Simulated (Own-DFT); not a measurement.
## Calculated data, Al3GaN4 (wurtzite random alloy, strained, atoms displaced), Si3Ge (diamond-structure random alloy, atoms displaced)

All values are calculated (Own-DFT development build). A calculation, not a measurement: plane-wave PBEsol density functional theory by an unreviewed code, no spin, of a simulated periodic cell, stress positive in tension, free energy of the whole cell less one offset for each atom, forces on such cells passed a denser k mesh, this cell's mesh not checked; offsets are fitted by least squares, one for each functional and potential file, so energies compare only between cells with the same atoms and settings and are not formation energies; the far tail of each file's local potential was reset to the Coulomb form; each entry is a single point on an unrelaxed cell, so the pressure reflects the starting lattice, mostly measured values, from which strain is counted, and rises with the displacements; printed positions are rounded, which can move forces by about a meV/angstrom; the program is a retired in-house code; no spin-orbit coupling.

Common to all runs: functional PBEsol; potential files PseudoDojo norm-conserving, scalar-relativistic, made for PBE, standard set; wave cutoff 42 hartree; occupations Fermi-Dirac; smearing width 0.1 eV; hardware one NVIDIA H100.

(1) 
```cif
# cell vector a (Å): 9.4172 0.0000 0.0000
# cell vector b (Å): -4.7086 8.1556 0.0000
# cell vector c (Å): 0.0000 0.0000 10.0655
data_Al3GaN4
_symmetry_space_group_name_H-M 'P 1'
_symmetry_Int_Tables_number 1
_cell_length_a 9.4172
_cell_length_b 9.4173
_cell_length_c 10.0655
_cell_angle_alpha 90.000
_cell_angle_beta 90.000
_cell_angle_gamma 120.000
_cell_volume 773.06
loop_
_atom_site_label
_atom_site_type_symbol
_atom_site_fract_x
_atom_site_fract_y
_atom_site_fract_z
_atom_site_occupancy
Al1 Al 0.10175 0.20715 0.99459 1
Al2 Al 0.21612 0.10616 0.26439 1
N1 N 0.12007 0.21759 0.19692 1
N2 N 0.23119 0.11030 0.44462 1
Al3 Al 0.11798 0.22528 0.50245 1
Al4 Al 0.23188 0.11531 0.75286 1
N3 N 0.10731 0.22778 0.69376 1
N4 N 0.22208 0.09736 0.93609 1
Al5 Al 0.11009 0.56100 0.00465 1
Al6 Al 0.21162 0.43351 0.25589 1
N5 N 0.11067 0.55952 0.19115 1
N6 N 0.22730 0.45296 0.44449 1
Al7 Al 0.11590 0.55388 0.50094 1
Al8 Al 0.21879 0.44839 0.74771 1
N7 N 0.11062 0.55254 0.68799 1
N8 N 0.22946 0.44165 0.93721 1
Al9 Al 0.11999 0.90286 0.99100 1
Al10 Al 0.22463 0.78065 0.24863 1
N9 N 0.10088 0.88038 0.18734 1
N10 N 0.23012 0.78542 0.43791 1
Ga1 Ga 0.10547 0.87956 0.51105 1
Al11 Al 0.21726 0.77798 0.75826 1
N11 N 0.12069 0.89439 0.68659 1
N12 N 0.21250 0.76278 0.93693 1
Al12 Al 0.43812 0.21586 0.99944 1
Al13 Al 0.55209 0.10916 0.24285 1
N13 N 0.43750 0.21864 0.18843 1
N14 N 0.55472 0.11197 0.44443 1
Al14 Al 0.45429 0.22250 0.49626 1
Al15 Al 0.56283 0.11241 0.74908 1
N15 N 0.45005 0.23058 0.69242 1
N16 N 0.55328 0.10222 0.94673 1
Al16 Al 0.45441 0.56430 0.00209 1
Ga2 Ga 0.55249 0.44487 0.25105 1
N17 N 0.44720 0.56149 0.18965 1
N18 N 0.55387 0.44937 0.44068 1
Ga3 Ga 0.44556 0.55699 0.49389 1
Al17 Al 0.56626 0.44676 0.74878 1
N19 N 0.44080 0.56479 0.68932 1
N20 N 0.55826 0.44065 0.93807 1
Al18 Al 0.43475 0.87982 0.99700 1
Al19 Al 0.55115 0.77149 0.24612 1
N21 N 0.43339 0.88166 0.19125 1
N22 N 0.55592 0.77441 0.43484 1
Ga4 Ga 0.44701 0.88840 0.50311 1
Al20 Al 0.56047 0.77569 0.75841 1
N23 N 0.43956 0.88341 0.69482 1
N24 N 0.56367 0.78008 0.94150 1
Al21 Al 0.77783 0.22567 0.99798 1
Al22 Al 0.88326 0.11310 0.24467 1
N25 N 0.77645 0.21943 0.19126 1
N26 N 0.88675 0.11136 0.43657 1
Ga5 Ga 0.77537 0.22802 0.49929 1
Al23 Al 0.88113 0.09680 0.74041 1
N27 N 0.77036 0.21597 0.69255 1
N28 N 0.88316 0.11343 0.94022 1
Al24 Al 0.77962 0.55771 0.99583 1
Ga6 Ga 0.88392 0.44425 0.24236 1
N29 N 0.78263 0.55520 0.19815 1
N30 N 0.90194 0.46204 0.43988 1
Al25 Al 0.77646 0.55037 0.50496 1
Al26 Al 0.89541 0.44496 0.75061 1
N31 N 0.77771 0.56044 0.69064 1
N32 N 0.89082 0.44038 0.93342 1
Ga7 Ga 0.79167 0.89422 0.99746 1
Ga8 Ga 0.89017 0.77978 0.24600 1
N33 N 0.77828 0.89435 0.18596 1
N34 N 0.89784 0.78110 0.44227 1
Ga9 Ga 0.78278 0.89207 0.49440 1
Al27 Al 0.89226 0.77369 0.73876 1
N35 N 0.78270 0.89082 0.68879 1
N36 N 0.88561 0.77348 0.94125 1
_calc_k_mesh '4 x 4 x 3 centred on Gamma'
_calc_free_energy_of_cell_above_offsets '-23.779'  # eV
_calc_pressure 2.17  # GPa
_calc_stress_xx -1.17  # GPa
_calc_stress_yy -3.07  # GPa
_calc_stress_zz -2.27  # GPa
_calc_stress_yz 0.13  # GPa
_calc_stress_xz 0.06  # GPa
_calc_stress_xy -0.49  # GPa
_calc_wall_time 535.1  # s
```

Force:
```csv
element,x (eV/Å),y (eV/Å),z (eV/Å)
Al,0.671,2.295,0.522
Al,1.11,-0.869,-1.711
N,-2.207,0.006,-1.209
N,-0.966,0.711,0.873
Al,-0.381,-0.345,-0.054
Al,-0.944,0.502,-1.628
N,1.006,-1.229,-0.385
N,-0.844,3.962,-0.721
Al,1.125,-2.611,-0.285
Al,0.534,1.601,-1.054
N,1.046,-0.682,-0.137
N,-0.703,-2.252,-1.139
Al,-0.67,1.729,-0.157
Al,1.348,-0.139,0.842
N,-0.995,1.039,0.207
N,-0.884,-0.018,0.976
Al,-0.439,-5.733,2.593
Al,-1.509,-0.592,0.837
N,2.278,2.149,-0.894
N,-0.422,-1.637,-0.037
Ga,1.669,1.1,-3.12
Al,1.344,-0.607,-2.261
N,-0.728,-0.29,3.871
N,-0.289,2.633,0.839
Al,0.964,0.867,0.118
Al,-0.186,-0.38,0.65
N,0.182,-0.554,0.266
N,0.423,0.094,-1.926
Al,-1.856,0.606,1.085
Al,-1.971,-1.215,0.832
N,0.712,-0.86,-0.432
N,-0.626,0.648,-0.728
Al,-0.391,-1.685,-0.685
Ga,0.378,-0.138,-0.558
N,-0.875,-1.359,-0.168
N,2.225,-1.393,0.555
Ga,-0.061,0.752,1.875
Al,-2.513,0.202,0.425
N,1.504,-1.07,0.518
N,-0.18,0.192,0.505
Al,1.082,0.239,0.415
Al,-0.024,1.719,0.266
N,1.513,0.981,-1.036
N,0.176,1.185,-0.557
Ga,0.131,-0.369,0.101
Al,-0.804,0.289,-1.453
N,0.462,0.702,1.09
N,-1.077,-0.064,0.362
Al,-0.238,-0.747,0.184
Al,1.635,-0.468,0.857
N,-0.828,0.009,-0.996
N,0.861,1.441,-0.164
Ga,1.138,0.286,-0.14
Al,-0.083,3.071,1.374
N,1.547,1.225,0.045
N,1.014,0.327,-0.997
Al,0.186,-0.917,0.791
Ga,1.69,-0.249,1.646
N,-2.379,0.319,-2.624
N,-0.578,-1.484,0.404
Al,-0.274,1.23,-1.392
Al,-0.517,-0.63,-0.829
N,1.562,-1.022,-0.275
N,-0.568,0.839,1.38
Ga,-1.649,-0.3,0.36
Ga,-0.859,-0.238,0.987
N,-0.546,-0.396,1.08
N,-1.496,-1.619,-0.053
Ga,-0.472,-0.711,0.083
Al,-0.53,1.567,1.53
N,-0.005,-2.078,0.204
N,2.053,0.436,-1.747
```

(2) 
```cif
# cell vector a (Å): 10.9755 0.0000 0.0000
# cell vector b (Å): 0.0000 10.9755 0.0000
# cell vector c (Å): 0.0000 0.0000 10.9755
data_Si3Ge
_symmetry_space_group_name_H-M 'P 1'
_symmetry_Int_Tables_number 1
_cell_length_a 10.9755
_cell_length_b 10.9755
_cell_length_c 10.9755
_cell_angle_alpha 90.000
_cell_angle_beta 90.000
_cell_angle_gamma 90.000
_cell_volume 1322.13
loop_
_atom_site_label
_atom_site_type_symbol
_atom_site_fract_x
_atom_site_fract_y
_atom_site_fract_z
_atom_site_occupancy
Si1 Si 0.99642 0.00019 0.00284 1
Si2 Si 0.99573 0.25055 0.24783 1
Ge1 Ge 0.24003 0.99189 0.26086 1
Si3 Si 0.24580 0.25330 0.99072 1
Si4 Si 0.12441 0.12358 0.12430 1
Si5 Si 0.12241 0.37099 0.37680 1
Si6 Si 0.37175 0.12030 0.36411 1
Si7 Si 0.37286 0.37387 0.12825 1
Si8 Si 0.99649 0.99338 0.49445 1
Si9 Si 0.00162 0.24413 0.75172 1
Si10 Si 0.25268 0.00144 0.74370 1
Ge2 Ge 0.26227 0.24689 0.49344 1
Ge3 Ge 0.13171 0.12482 0.62939 1
Si11 Si 0.12745 0.37735 0.87584 1
Si12 Si 0.36527 0.13318 0.87603 1
Ge4 Ge 0.37500 0.37911 0.63242 1
Ge5 Ge 0.99099 0.50889 0.00118 1
Si13 Si 0.00312 0.74852 0.24225 1
Si14 Si 0.24309 0.50759 0.26032 1
Ge6 Ge 0.25151 0.74854 0.99329 1
Si15 Si 0.12674 0.61668 0.12457 1
Si16 Si 0.12442 0.87889 0.37593 1
Si17 Si 0.37689 0.63023 0.38057 1
Si18 Si 0.37711 0.88725 0.12337 1
Si19 Si 0.99954 0.50058 0.50157 1
Si20 Si 0.00109 0.74846 0.75778 1
Si21 Si 0.24865 0.50061 0.75400 1
Si22 Si 0.24072 0.75498 0.50555 1
Ge7 Ge 0.11891 0.61758 0.61973 1
Si23 Si 0.12984 0.87112 0.87322 1
Si24 Si 0.38311 0.63464 0.87794 1
Ge8 Ge 0.38182 0.88119 0.62096 1
Si25 Si 0.50768 0.01029 0.99901 1
Ge9 Ge 0.49862 0.25714 0.24014 1
Si26 Si 0.75884 0.00891 0.24822 1
Si27 Si 0.74997 0.25428 0.99852 1
Si28 Si 0.61928 0.13423 0.11439 1
Si29 Si 0.62208 0.37691 0.37751 1
Si30 Si 0.87887 0.12408 0.36923 1
Ge10 Ge 0.87812 0.37567 0.10912 1
Ge11 Ge 0.50149 0.00555 0.50051 1
Si31 Si 0.49255 0.25115 0.74131 1
Si32 Si 0.74560 0.01280 0.75946 1
Ge12 Ge 0.74898 0.24820 0.50049 1
Si33 Si 0.62695 0.12314 0.62786 1
Si34 Si 0.62029 0.37401 0.88398 1
Ge13 Ge 0.87910 0.11645 0.86456 1
Si35 Si 0.87972 0.37829 0.63039 1
Si36 Si 0.50157 0.49281 0.00230 1
Si37 Si 0.50587 0.75094 0.25961 1
Ge14 Ge 0.73601 0.49721 0.25040 1
Si38 Si 0.75455 0.74746 0.00331 1
Si39 Si 0.63140 0.63244 0.11821 1
Si40 Si 0.61350 0.87480 0.37799 1
Si41 Si 0.87407 0.62449 0.38035 1
Si42 Si 0.88483 0.87818 0.12686 1
Si43 Si 0.50256 0.49678 0.49983 1
Si44 Si 0.49702 0.74910 0.74716 1
Si45 Si 0.74561 0.49900 0.75163 1
Ge15 Ge 0.75157 0.75102 0.49890 1
Si46 Si 0.62297 0.62334 0.62085 1
Si47 Si 0.62873 0.87371 0.88183 1
Ge16 Ge 0.87562 0.62790 0.88331 1
Si48 Si 0.86963 0.86859 0.63065 1
_calc_k_mesh '3 x 3 x 3 centred on Gamma'
_calc_free_energy_of_cell_above_offsets '-0.888'  # eV
_calc_pressure 1.25  # GPa
_calc_stress_xx -1.31  # GPa
_calc_stress_yy -1.34  # GPa
_calc_stress_zz -1.11  # GPa
_calc_stress_yz 0.64  # GPa
_calc_stress_xz -0.11  # GPa
_calc_stress_xy -0.2  # GPa
_calc_wall_time 392.2  # s
```

Force:
```csv
element,x (eV/Å),y (eV/Å),z (eV/Å)
Si,1.285,-0.273,-0.779
Si,0.701,0.211,-0.479
Ge,1.321,1.313,-2.358
Si,0.045,0.067,2.055
Si,-0.109,0.467,0.025
Si,-0.092,0.262,-0.066
Si,1.105,0.469,0.203
Si,-1.606,1.292,-0.781
Si,-0.214,0.558,1.213
Si,0.535,1.343,-0.285
Si,0.26,-0.618,1.586
Ge,-0.882,0.473,0.457
Ge,-0.959,-0.013,-1.513
Si,-1.321,0.224,-0.358
Si,1.371,-1.107,-0.977
Ge,-0.293,0.511,-1.233
Ge,2.604,-0.965,-0.227
Si,0.222,-0.318,1.179
Si,0.925,-0.968,-0.3
Ge,0.156,0.319,1.57
Si,0.116,1.137,0.011
Si,-1.551,-2.256,0.751
Si,-0.474,-0.108,0.227
Si,0.29,-1.038,0.486
Si,-0.726,-1.091,-0.947
Si,-0.057,0.158,-0.883
Si,0.338,0.893,0.274
Si,1.01,-0.159,-0.492
Ge,0.741,1.042,1.488
Si,-0.607,1.261,-0.264
Si,-0.202,-1.986,-0.401
Ge,-1.148,-0.917,0.602
Si,-1.553,-0.79,-0.813
Ge,0.314,-1.003,1.399
Si,-1.88,-1.02,-0.591
Si,0.027,-1.064,-0.993
Si,1.889,-0.163,1.274
Si,-0.363,-0.921,0.041
Si,0.02,0.36,0.951
Ge,-1.013,-0.619,2.513
Ge,0.083,0.615,-0.805
Si,1.225,-0.726,1.776
Si,-0.764,-2.835,-1.489
Ge,0.657,0.292,-0.009
Si,-0.491,0.787,0.103
Si,0.336,-0.457,-1.869
Ge,0.364,1.586,2.157
Si,-0.453,-0.415,0.008
Si,-0.579,1.607,0.483
Si,-1.114,-0.266,-2.109
Ge,1.758,0.65,-0.47
Si,0.283,1.782,0.256
Si,-1.639,-0.845,1.08
Si,2.417,0.94,-0.233
Si,0.302,-0.242,-1.329
Si,-1.396,-0.368,0.075
Si,-0.725,0.617,0.189
Si,1.218,0.478,0.054
Si,-0.026,0.027,0.316
Ge,-0.817,0.109,0.088
Si,0.253,0.021,0.535
Si,-0.367,0.096,-0.636
Ge,-1.178,0.352,-2.174
Si,0.43,1.236,0.436
```

(3) 
```cif
# cell vector a (Å): 9.4642 0.0000 0.0000
# cell vector b (Å): -4.7321 8.1962 0.0000
# cell vector c (Å): 0.0000 0.0000 10.0655
data_Al3GaN4
_symmetry_space_group_name_H-M 'P 1'
_symmetry_Int_Tables_number 1
_cell_length_a 9.4642
_cell_length_b 9.4642
_cell_length_c 10.0655
_cell_angle_alpha 90.000
_cell_angle_beta 90.000
_cell_angle_gamma 120.000
_cell_volume 780.79
loop_
_atom_site_label
_atom_site_type_symbol
_atom_site_fract_x
_atom_site_fract_y
_atom_site_fract_z
_atom_site_occupancy
Al1 Al 0.11808 0.23040 0.99315 1
Ga1 Ga 0.22700 0.11006 0.25402 1
N1 N 0.11280 0.21401 0.19608 1
N2 N 0.21817 0.11109 0.44097 1
Al2 Al 0.10742 0.21959 0.49910 1
Ga2 Ga 0.22693 0.10145 0.75270 1
N3 N 0.11273 0.22887 0.69487 1
N4 N 0.22276 0.10804 0.94407 1
Ga3 Ga 0.10694 0.55465 0.00506 1
Al3 Al 0.22449 0.45044 0.25221 1
N5 N 0.12137 0.56924 0.19081 1
N6 N 0.22885 0.45153 0.43837 1
Al4 Al 0.11232 0.55542 0.50351 1
Al5 Al 0.21065 0.43643 0.74680 1
N7 N 0.12391 0.56338 0.68908 1
N8 N 0.22758 0.44772 0.93476 1
Al6 Al 0.11382 0.87788 0.00448 1
Al7 Al 0.22080 0.77023 0.24817 1
N9 N 0.10873 0.88686 0.19137 1
N10 N 0.22464 0.78481 0.44057 1
Al8 Al 0.11702 0.88622 0.49747 1
Al9 Al 0.21648 0.76843 0.74911 1
N11 N 0.11325 0.88746 0.68972 1
N12 N 0.22420 0.77300 0.94107 1
Al10 Al 0.43605 0.21329 0.00568 1
Ga4 Ga 0.54420 0.10312 0.25313 1
N13 N 0.43630 0.22274 0.18404 1
N14 N 0.54687 0.11161 0.44714 1
Al11 Al 0.44541 0.22186 0.50043 1
Al12 Al 0.55741 0.11141 0.74783 1
N15 N 0.44181 0.22884 0.69314 1
N16 N 0.54993 0.09689 0.94201 1
Al13 Al 0.44263 0.55928 0.00541 1
Ga5 Ga 0.55000 0.44865 0.24617 1
N17 N 0.45235 0.55947 0.18210 1
N18 N 0.55726 0.44477 0.43485 1
Al14 Al 0.43476 0.55069 0.50389 1
Al15 Al 0.56287 0.44430 0.75277 1
N19 N 0.44378 0.54163 0.69031 1
N20 N 0.55181 0.44746 0.93496 1
Al16 Al 0.45219 0.89853 0.99123 1
Al17 Al 0.56341 0.78883 0.24162 1
N21 N 0.44303 0.88212 0.18392 1
N22 N 0.55651 0.78285 0.44053 1
Al18 Al 0.45165 0.89288 0.50835 1
Ga6 Ga 0.56134 0.80016 0.75219 1
N23 N 0.45286 0.89900 0.68885 1
N24 N 0.55976 0.76822 0.93315 1
Al19 Al 0.77926 0.22658 0.00108 1
Al20 Al 0.89947 0.11820 0.24490 1
N25 N 0.77503 0.21383 0.19589 1
N26 N 0.88941 0.11264 0.43461 1
Al21 Al 0.77632 0.22049 0.50525 1
Ga7 Ga 0.89101 0.11354 0.74860 1
N27 N 0.78266 0.22374 0.69593 1
N28 N 0.88765 0.11369 0.92729 1
Ga8 Ga 0.77385 0.55553 0.99925 1
Al22 Al 0.88416 0.43125 0.25402 1
N29 N 0.77522 0.54922 0.19439 1
N30 N 0.88141 0.43409 0.44081 1
Al23 Al 0.77693 0.55917 0.49257 1
Ga9 Ga 0.89061 0.44529 0.75547 1
N31 N 0.77809 0.55891 0.68410 1
N32 N 0.88846 0.44258 0.94317 1
Al24 Al 0.77363 0.88027 0.00575 1
Al25 Al 0.90192 0.78359 0.24809 1
N33 N 0.77157 0.88902 0.19333 1
N34 N 0.89098 0.77137 0.44330 1
Al26 Al 0.76907 0.88293 0.50820 1
Al27 Al 0.90346 0.78508 0.74381 1
N35 N 0.77854 0.89019 0.69497 1
N36 N 0.90097 0.78485 0.95015 1
_calc_k_mesh '4 x 4 x 3 centred on Gamma'
_calc_free_energy_of_cell_above_offsets '-23.103'  # eV
_calc_pressure 0.69  # GPa
_calc_stress_xx 1.16  # GPa
_calc_stress_yy -0.04  # GPa
_calc_stress_zz -3.19  # GPa
_calc_stress_yz -0.04  # GPa
_calc_stress_xz -0.08  # GPa
_calc_stress_xy -0.52  # GPa
_calc_wall_time 545.4  # s
```

Force:
```csv
element,x (eV/Å),y (eV/Å),z (eV/Å)
Al,-0.286,-1.386,0.454
Ga,-0.704,-0.566,-0.18
N,-0.931,2.526,-1.724
N,0.792,-0.151,1.431
Al,0.052,0.393,0.25
Ga,-1.317,1.611,0.369
N,0.663,-1.685,-1.791
N,-0.293,-0.649,0.387
Ga,1.25,-0.204,-0.889
Al,0.792,-0.491,-0.703
N,-0.496,-3.778,0.894
N,-1.439,-1.091,0.029
Al,-0.523,0.179,-1.181
Al,2.541,1.998,0.634
N,-0.914,-1.356,-0.298
N,-0.624,-0.234,0.909
Al,-0.389,1.614,-0.208
Al,-0.049,2.926,1.059
N,1.939,-0.249,-0.178
N,1.486,-1.276,-0.043
Al,-1.568,0.707,0.144
Al,0.627,1.983,0.66
N,1.147,-0.731,-0.779
N,0.099,1.024,-0.884
Al,0.637,1.124,-2.155
Ga,0.416,0.446,-0.169
N,1.643,-0.062,1.009
N,1.539,-0.414,0.045
Al,-1.438,1.125,0.413
Al,-0.663,1.344,0.616
N,2.372,-0.855,-0.771
N,-0.181,4.562,-1.206
Al,0.503,-0.696,-2.905
Ga,1.55,-0.663,0.576
N,-2.519,0.98,1.622
N,-0.881,-0.285,1.25
Al,2.168,0.993,0.254
Al,-1.316,0.724,-0.747
N,-1.421,1.149,-0.278
N,0.347,-1.217,1.55
Al,0.394,-4.476,1.622
Al,-0.869,-1.647,1.812
N,-0.854,0.257,-0.109
N,-0.237,-0.705,-0.188
Al,-0.782,-0.517,-2.092
Ga,1.687,-3.528,-0.365
N,-2.292,-0.294,0.52
N,-1.088,1.523,2.342
Al,0.241,-1.652,-0.018
Al,-0.965,-1.63,0.925
N,0.056,0.779,-1.368
N,-0.259,-0.453,1.258
Al,0.128,-0.253,-0.726
Ga,0.684,-0.363,-0.95
N,-1.776,-0.072,-1.268
N,0.241,-0.106,4.63
Ga,-0.226,0.129,0.522
Al,-0.58,1.292,-0.202
N,1.167,0.834,-0.001
N,0.748,1.227,0.444
Al,0.285,-1.475,0.444
Ga,-0.288,0.638,-1.247
N,0.695,0.276,0.651
N,-0.395,-0.232,0.358
Al,0.507,1.253,-1.191
Al,-2.391,-1.561,0.803
N,2.502,0.852,-0.674
N,-0.41,1.868,-0.525
Al,1.184,0.602,-1.515
Al,-2.268,-1.261,1.304
N,1.381,-0.231,-1.032
N,-0.832,-0.445,-1.63
```
